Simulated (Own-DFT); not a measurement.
Simulation results for GaP (zincblende, atoms displaced), SiC (4H silicon carbide, strained, atoms displaced), SiC (2H silicon carbide, atoms displaced), GaP (zincblende, strained, atoms displaced)

A calculation, not a measurement: plane-wave PBE density functional theory by an unreviewed code, no spin, of a simulated periodic cell, stress positive in tension, free energy of the whole cell less one offset for each atom, forces on such cells passed a denser k mesh, this cell's mesh not checked; offsets are fitted by least squares, one for each functional and potential file, so energies compare only between cells with the same atoms and settings and are not formation energies; the far tail of each file's local potential was reset to the Coulomb form; each entry is a single point on an unrelaxed cell, so the pressure reflects the starting lattice, mostly measured values (interpolated for alloys), from which strain is counted, and rises with the displacements; printed positions are rounded, which can move forces by about a meV/angstrom; the program, named Own-DFT, is a retired in-house code; no spin-orbit coupling. Program: Own-DFT development build.

Common to all runs: functional PBE; potential files PseudoDojo norm-conserving, scalar-relativistic, standard set; wave cutoff 42 hartree; occupations Fermi-Dirac; smearing width 0.1 eV.

(1) 
```xyz
64
Lattice="10.9010 0.0000 0.0000 0.0000 10.9010 0.0000 0.0000 0.0000 10.9010" Properties=species:S:1:pos:R:3:force_x:R:1:force_y:R:1:force_z:R:1 formula=GaP k_mesh=3_x_3_x_3_centred_on_Gamma free_energy_of_cell_above_offsets=-25.771 pressure=4.9 stress_xx=-4.99 stress_yy=-4.66 stress_zz=-5.07 stress_yz=-0.23 stress_xz=1.71 stress_xy=0.67
Ga     0.0338    10.8294    10.8257     -0.624       0.53     -0.095
Ga     0.1562     2.6230     2.7147     -2.007      2.324      2.356
Ga     2.6889    10.8668     2.6440     -0.232      1.192      1.329
Ga     2.6905     2.7862    10.8541      -0.65      0.744      0.148
P      1.1667     1.4276     1.3042          3     -1.831     -1.656
P      1.5067     4.3262     4.1602     -1.345     -2.718      0.307
P      4.1921     1.4332     4.2429     -1.432     -0.331     -1.952
P      4.1274     4.0716     1.3498     -0.232      0.433     -0.115
Ga    10.7891    10.7355     5.5414      1.514      2.382     -2.006
Ga     0.0641     2.6670     8.0670     -1.516      2.025      1.628
Ga     2.7526     0.2629     8.2546     -0.117     -1.924     -0.834
Ga     2.5931     2.6351     5.4152      1.581      1.465      0.168
P      1.2838     1.4103     6.7686      0.331     -1.763     -0.397
P      1.2970     4.2810     9.5093     -0.128     -1.882      0.688
P      4.1190     1.5227     9.5586      0.119     -1.357      1.162
P      4.2146     4.0307     6.8490     -1.995      1.258     -0.875
Ga    10.7652     5.5196     0.0698      0.787     -1.608      0.413
Ga    10.7364     8.1950     2.6134      1.833     -0.837      1.389
Ga     2.7518     5.4605     2.7714      0.621      0.417     -2.021
Ga     2.6247     8.1890    10.8893      2.061     -1.218      1.131
P      1.2525     6.7283     1.3368      1.491      1.032      0.962
P      1.3511     9.5174     4.1996     -0.589      0.021     -1.676
P      4.1301     6.7865     3.9874      0.382      0.778      0.461
P      4.1749     9.6362     1.4575     -0.943     -1.274     -0.974
Ga     0.0712     5.5631     5.4487     -0.209      0.305      0.383
Ga     0.0840     8.1564     8.2249     -1.963      0.958      0.619
Ga     2.6443     5.5584     8.1828      2.469     -1.326       0.34
Ga     2.6674     8.0468     5.3447      0.559      0.051      1.302
P      1.2713     6.8087     7.0466      1.108       0.28      -3.63
P      1.3584     9.4226     9.5918      0.522      2.479     -1.255
P      4.2283     6.8568     9.4153     -1.761     -0.103      1.142
P      4.1865     9.4748     6.7373     -1.757      0.229      0.673
Ga     5.5024    10.8709     0.0431     -0.123       0.53     -0.806
Ga     5.4929     2.7348     2.7029     -0.667     -0.335      0.361
Ga     8.1748    10.6713     2.6668      0.613      0.482     -0.226
Ga     8.1862     2.6893    10.8639     -0.757      0.903       0.94
P      6.8361     1.2891     1.4785      0.423      0.281     -1.177
P      6.7296     4.0746     4.1172      0.628     -0.038      0.011
P      9.5095     1.2628     3.9785      0.524      0.332       0.86
P      9.5262     4.1284     1.4774      1.668     -2.388     -2.248
Ga     5.4125    10.8100     5.3966      -0.04      1.265      0.997
Ga     5.4256     2.7481     8.2350      1.521      0.146     -0.997
Ga     8.2405    10.8910     8.1338     -1.633       0.68     -0.342
Ga     8.1951     2.7637     5.4606      1.791      1.215     -1.304
P      6.8465     1.4834     6.5256     -1.272     -2.055      3.314
P      6.7784     4.2051     9.5105      1.209     -1.194     -0.005
P      9.4639     1.3394     9.5663      1.294     -0.103     -0.814
P      9.5534     4.3307     6.7965      1.034     -3.149     -1.345
Ga     5.5109     5.5227    10.8583     -0.756      0.336      0.648
Ga     5.5857     8.2078     2.6949     -1.941      1.074      1.611
Ga     8.2101     5.1275     2.7700     -1.675      2.909      1.341
Ga     8.0323     8.1037     0.0809      1.548      0.748     -3.153
P      6.7462     7.0089     1.3762      0.597     -3.953       0.23
P      6.7529     9.5800     4.1595      1.375      -1.08     -1.179
P      9.5721     6.7431     4.0253     -0.694      0.295     -0.147
P      9.6166     9.3717     1.1436     -1.573      1.618      0.458
Ga     5.5022     5.5305     5.4204     -0.149      0.204      1.228
Ga     5.5365     8.2354     8.1822     -2.955     -1.707     -2.224
Ga     8.1428     5.4235     7.9945     -0.524       1.14      2.186
Ga     8.2667     8.2277     5.3089     -0.163     -0.366      1.062
P      6.9134     7.0203     6.9465      0.279     -1.161     -2.507
P      6.6435     9.4877     9.3330      3.692      3.335      3.817
P      9.6910     6.6683     9.5088      -3.02      1.819     -0.966
P      9.5925     9.5897     6.8468     -1.132     -2.516      1.262
```

Units: free_energy_of_cell_above_offsets in eV; pressure, stress_xx, stress_yy, stress_zz, stress_yz, stress_xz, stress_xy in GPa; force_x, force_y, force_z in eV/Å.

(2) 
```xyz
72
Lattice="9.1761 0.1717 0.0161 -4.4393 7.7957 0.1507 0.0175 0.1996 10.0415" Properties=species:S:1:pos:R:3:force_x:R:1:force_y:R:1:force_z:R:1 formula=SiC hardware=one_NVIDIA_H100 k_mesh=4_x_4_x_3_centred_on_Gamma free_energy_of_cell_above_offsets=-3.577 pressure=12.11 stress_xx=-8.52 stress_yy=-17.78 stress_zz=-10.03 stress_yz=7.01 stress_xz=0.6 stress_xy=8.58 wall_time=366.2
Si    -4.4162     7.8661     4.2959     -0.446     -0.338     -0.193
Si    -0.0460     1.6929     1.6374       2.95      0.786     -0.328
C      0.0172     0.0235     0.9240     -0.957     -0.859     -0.951
C      0.0777     1.8191     3.4768     -0.949      0.011      0.751
Si     7.6473     2.9166     4.1209      1.718     -3.271      1.804
Si    -1.4311     4.2986     1.6567      0.134      1.922     -0.568
C      7.6780     2.6964     1.0658     -0.807      1.817     -1.476
C     -1.4736     4.3893     3.5275      0.554      2.154      0.135
Si     6.2122     5.4443     4.2201     -0.136      0.264     -0.424
Si    -2.9618     6.9359     1.6137      2.041       1.09      2.383
C     -2.9490     5.2594     0.9708      -0.21     -2.463      1.566
C     -2.8927     7.0095     3.6314     -0.757      0.063     -0.957
Si     2.9937     0.1675     4.1610      1.984     -2.026     -1.998
Si     3.0629     1.8290     1.6174      0.766     -1.703      0.453
C     -1.3507     7.7961     1.1367     -0.369      1.345     -1.265
C      3.0749     1.8103     3.5125      2.259      1.837     -1.055
Si     1.6689     2.6850     4.0777     -2.344      1.251      1.145
Si     1.5730     4.4521     1.7657      1.069     -0.365     -2.933
C      1.6097     2.6058     0.9546     -2.648      1.699      1.552
C      1.6312     4.4891     3.5400     -0.368     -0.659       2.24
Si     0.0856     5.3279     4.2616      0.117      0.514      -2.04
Si     0.2347     7.0199     1.7321     -1.493      1.146     -0.379
C      0.0925     5.3567     1.1395     -0.469     -3.369     -2.361
C      0.2160     7.0988     3.5207     -1.297     -0.395      3.536
Si     1.7220     7.9282     4.2825     -0.996      0.438     -1.166
Si     6.1250     1.8788     1.6725     -0.841     -0.868     -0.765
C      1.6885     7.8891     1.0725      0.671      1.233      0.091
C      6.1693     1.9022     3.5771      0.551      0.357     -1.061
Si     4.7124     2.8425     4.1623      -1.98     -1.753     -0.371
Si     4.7622     4.4139     1.7471     -1.816      2.532     -3.252
C      4.5341     2.7711     1.0577      2.172     -1.638     -1.332
C      4.6772     4.5384     3.4878       0.55      0.537      3.237
Si     3.1273     5.4443     4.1313      0.652     -6.435       2.65
Si     3.2555     7.0831     1.7676     -1.065      0.448     -0.944
C      3.1286     5.3975     1.1444      1.014     -2.322      -1.36
C      3.1674     6.9855     3.6428      1.742      7.813     -1.676
Si     4.7774     8.0763     9.1574     -1.421      1.496       1.73
Si     4.7369     6.3358     6.7725     -0.353     -0.122     -1.491
C      9.1649     0.2961     6.0697       1.05     -0.167     -0.844
C      4.7554     6.3099     8.5763       -4.8      2.629     -0.236
Si     6.0868     5.5780     9.2321      5.589      -2.67      0.322
Si     6.1331     3.7411     6.5936      1.293     -0.382      1.728
C     -2.9270     5.3440     6.0718     -0.377      -0.66     -0.471
C      6.1608     3.8306     8.5677      0.281     -0.671     -0.455
Si    -1.4425     2.8009     9.1428     -1.487      0.259      0.652
Si     7.6806     1.1776     6.6643     -0.545     -0.922     -0.039
C     -1.4235     2.6709     6.0548     -0.585       2.72     -1.477
C      7.6170     1.2630     8.5314      0.824     -2.189     -0.517
Si     1.6478     8.0424     9.1797      1.748      1.718      2.606
Si     1.6755     6.2741     6.6949     -0.471      0.453      0.674
C      1.7359     8.0198     6.0844     -0.585       0.28      2.014
C      1.6657     6.3516     8.6223     -0.466     -1.276     -1.552
Si     3.1575     5.4664     9.2348      0.565      0.486       1.51
Si     3.0844     3.7527     6.6257      0.495     -2.031      1.069
C      3.2015     5.4508     6.1205     -0.021      0.643     -1.776
C      3.1566     3.7527     8.5757     -0.993     -0.551     -1.045
Si     4.6902     2.8639     9.1033     -0.454      1.538      2.052
Si     4.6376     1.0742     6.6682      -0.59      0.124     -2.123
C      4.5906     2.8330     5.9986      0.737      0.257      0.635
C      4.6261     1.1653     8.5034     -0.916      -1.04     -0.384
Si     3.0846     0.2649     9.0931     -0.425     -1.112      0.809
Si    -1.4131     6.1820     6.7827     -0.363      1.247     -3.113
C      3.0643     0.2036     5.9483      0.874     -1.146      1.946
C     -1.4669     6.2636     8.5007      0.341      0.756      4.105
Si     0.1143     5.4560     9.1551     -0.985      0.871      1.943
Si     0.1734     3.6804     6.6577     -2.325     -2.349      0.089
C      0.0879     5.3601     6.1094      1.037       1.46     -0.745
C     -0.0202     3.7658     8.5115      2.397     -1.441      0.779
Si     1.5878     2.9156     9.1980     -0.434     -1.172     -1.363
Si     1.5829     1.0086     6.6663      -0.76      0.666     -1.795
C      1.5950     2.7674     5.9835      0.657      0.108      0.252
C      1.5285     1.0487     8.4511      0.475      1.397      1.824
```

Units: free_energy_of_cell_above_offsets in eV; pressure, stress_xx, stress_yy, stress_zz, stress_yz, stress_xz, stress_xy in GPa; wall_time in s; force_x, force_y, force_z in eV/Å.

(3) 
```xyz
32
Lattice="6.1654 0.0000 0.0000 -3.0827 5.3394 0.0000 0.0000 0.0000 10.0681" Properties=species:S:1:pos:R:3:force_x:R:1:force_y:R:1:force_z:R:1 formula=SiC hardware=one_NVIDIA_H100 k_mesh=5_x_5_x_3_centred_on_Gamma free_energy_of_cell_above_offsets=-4.099 pressure=4.34 stress_xx=-4.11 stress_yy=-1.27 stress_zz=-7.66 stress_yz=0.25 stress_xz=-0.8 stress_xy=1.14 wall_time=135.9
Si     6.1424     0.0260     0.0275      0.131     -0.934     -1.588
Si    -0.0307     1.8014     2.5338      1.519     -1.188       0.68
C      3.0570     5.3031     1.8663      0.681      1.053       0.92
C     -0.0581     1.7719     4.4421       2.36     -0.578     -0.858
Si    -3.0531     5.3088     5.0310       -0.8      0.549      0.853
Si    -0.0230     1.7599     7.5814      0.655     -0.051     -1.188
C     -3.0366     5.2871     6.9549     -2.255      1.344     -0.783
C     -0.0034     1.7558     9.4127      0.017       0.69      1.551
Si    -1.5050     2.6855     0.0619     -0.621     -0.353     -2.049
Si    -1.5622     4.4679     2.5061      0.795     -0.459      0.669
C     -1.4795     2.6395     1.9153     -1.842       1.37     -0.247
C     -1.5289     4.4514     4.4380     -0.356     -0.582     -1.276
Si    -1.4860     2.6407     5.0854      -1.38      0.814     -1.443
Si    -1.5581     4.5201     7.5224      1.616      -2.25        0.5
C     -1.5031     2.6508     6.8626     -0.756      0.437      2.605
C     -1.4992     4.4797     9.4135       -1.8     -0.942       0.86
Si    -0.0695     5.3145     0.0214      2.634      1.138     -0.709
Si     3.1067     1.7622     2.5088     -0.598      1.001      0.201
C      3.1483     0.0124     1.9122     -2.074     -0.121     -0.403
C      3.1129     1.7974     4.3995     -0.357      0.064     -0.027
Si     3.0527     0.0173     4.9663      1.028     -0.036      1.415
Si     3.0997     1.7466     7.5236     -0.145      0.794      0.065
C     -0.0023     5.3210     6.8842      0.151      0.444      0.123
C      3.0878     1.7848     9.4141      0.287     -0.152      1.228
Si     1.5461     2.6355     0.0650      0.048      0.619     -2.819
Si     1.5383     4.5085     2.5326      0.422     -2.252      0.614
C      1.5028     2.6459     1.8556      0.882      0.437      2.213
C      1.5361     4.4479     4.4692      0.243     -0.069     -1.364
Si     1.5744     2.6642     5.0803     -0.885     -0.024     -0.758
Si     1.5095     4.4201     7.5891      0.658      0.486     -0.967
C      1.5250     2.6868     6.9347      0.342     -1.089      0.384
C      1.5476     4.4417     9.4224     -0.601     -0.161      1.596
```

Units: free_energy_of_cell_above_offsets in eV; pressure, stress_xx, stress_yy, stress_zz, stress_yz, stress_xz, stress_xy in GPa; wall_time in s; force_x, force_y, force_z in eV/Å.

(4) 
```xyz
64
Lattice="10.8620 0.0000 0.0000 0.0000 10.8620 0.0000 0.0000 0.0000 10.9439" Properties=species:S:1:pos:R:3:force_x:R:1:force_y:R:1:force_z:R:1 formula=GaP hardware=one_NVIDIA_H100 k_mesh=3_x_3_x_3_centred_on_Gamma free_energy_of_cell_above_offsets=-35.093 pressure=3.13 stress_xx=-3.32 stress_yy=-3.3 stress_zz=-2.76 stress_yz=0.08 stress_xz=0.15 stress_xy=-0.15 wall_time=512.1
Ga    10.8604     0.0700     0.0208      0.127     -0.871      0.009
Ga    10.8243     2.7301     2.7221      0.249     -0.351      0.321
Ga     2.7437     0.0120     2.6970     -0.533     -0.157       0.29
Ga     2.6844     2.6707     0.0263      0.292      0.812     -0.085
P      1.3354     1.3880     1.3661      0.035     -0.219      0.535
P      1.3263     4.0523     4.0900      0.238      0.143      0.123
P      4.0941     1.3538     4.0543     -0.207     -0.072      0.908
P      4.1262     4.0520     1.3553     -1.082      0.379      0.213
Ga     0.0427    10.8464     5.4829     -0.606     -0.327     -0.034
Ga    10.8571     2.6510     8.2149       0.18      0.861      -0.23
Ga     2.7385     0.0067     8.2119      -0.11      0.167      0.068
Ga     2.7266     2.7110     5.4849      0.333      0.348     -0.466
P      1.3581     1.3743     6.7846       0.28     -0.282      0.783
P      1.3740     4.1028     9.5813      0.087     -0.662     -0.381
P      4.0719     1.3530     9.6547     -0.027      0.214     -1.065
P      4.1020     4.1518     6.8238      -0.14     -0.874     -0.022
Ga     0.0189     5.4509    10.8821     -0.433      0.003      0.665
Ga     0.0296     8.1752     2.7894     -0.927     -0.508     -0.534
Ga     2.6669     5.4697     2.7605      0.325     -0.665     -0.509
Ga     2.6335     8.0972     0.0053      0.994      0.892     -0.192
P      1.3638     6.8299     1.3541      -0.75     -0.705       0.57
P      1.3412     9.4663     4.1102      0.968        0.6      0.211
P      4.0466     6.7618     4.1140      0.727      0.145     -0.404
P      4.0628     9.5321     1.3547       0.09     -0.793     -0.195
Ga     0.0045     5.4445     5.4540      0.257     -0.208      0.362
Ga     0.0035     8.1499     8.2103       0.28     -0.072      0.135
Ga     2.7413     5.4341     8.1892     -0.168     -0.099      0.283
Ga     2.7835     8.1093     5.4528     -0.519       0.54      0.423
P      1.4086     6.7662     6.8497     -0.484      0.369     -0.201
P      1.3800     9.5231     9.6001     -0.473      0.114      -0.26
P      4.0366     6.7951     9.5735      0.245     -0.078      0.203
P      4.1018     9.5281     6.8469     -0.224     -0.331     -0.046
Ga     5.4337    10.8578    10.9325        0.5     -0.217      0.221
Ga     5.4034     2.7121     2.7338      0.444      0.185     -0.053
Ga     8.1774     0.0133     2.7760     -0.325     -0.181     -0.538
Ga     8.1821     2.7354    10.9215     -0.412     -0.235      0.447
P      6.7709     1.3750     1.3971      0.491     -0.237     -0.397
P      6.8211     4.0870     4.0288     -0.634     -0.516      1.098
P      9.5206     1.3396     4.1089      0.152      0.189      0.351
P      9.5066     4.0448     1.3986      0.009      0.843     -0.719
Ga     5.4594     0.0088     5.5201     -0.113      0.066     -0.569
Ga     5.4121     2.7341     8.1909     -0.146     -0.309       0.11
Ga     8.1566     0.0122     8.2590      0.185     -0.101     -0.519
Ga     8.1705     2.7300     5.4927      -0.09      0.114     -0.445
P      6.8142     1.3680     6.8350     -0.041      0.102      0.352
P      6.7821     4.0328     9.5654      0.045      0.645      0.062
P      9.5346     1.3590     9.5991     -0.384       0.02     -0.183
P      9.5085     4.0998     6.8324      0.167     -0.176      0.421
Ga     5.4144     5.4411     0.0057      0.193     -0.113     -0.257
Ga     5.4595     8.1368     2.7287     -0.708      0.249      0.095
Ga     8.1436     5.4135     2.7588      0.302       0.43     -0.575
Ga     8.1348     8.1315    10.9426      -0.27      0.356      0.264
P      6.7686     6.7992     1.3791      0.389     -0.322     -0.175
P      6.7685     9.5101     4.0926      0.197      0.017       0.24
P      9.4640     6.7494     4.1687      0.321      0.572     -0.749
P      9.4894     9.4986     1.3378      0.267      0.159      0.479
Ga     5.4551     5.4549     5.4685      0.488     -0.001     -0.309
Ga     5.4121     8.1040     8.2042      0.117      0.381      0.034
Ga     8.1163     5.4511     8.2043      0.294     -0.257      0.215
Ga     8.0950     8.1296     5.4678      0.477      0.609     -0.229
P      6.8339     6.8337     6.8401     -0.865     -0.607      0.136
P      6.8159     9.4849     9.5335     -0.552      0.023       0.49
P      9.4642     6.8371     9.5997      0.421     -0.643     -0.446
P      9.4901     9.4555     6.8628      0.057      0.644      -0.33
```

Units: free_energy_of_cell_above_offsets in eV; pressure, stress_xx, stress_yy, stress_zz, stress_yz, stress_xz, stress_xy in GPa; wall_time in s; force_x, force_y, force_z in eV/Å.
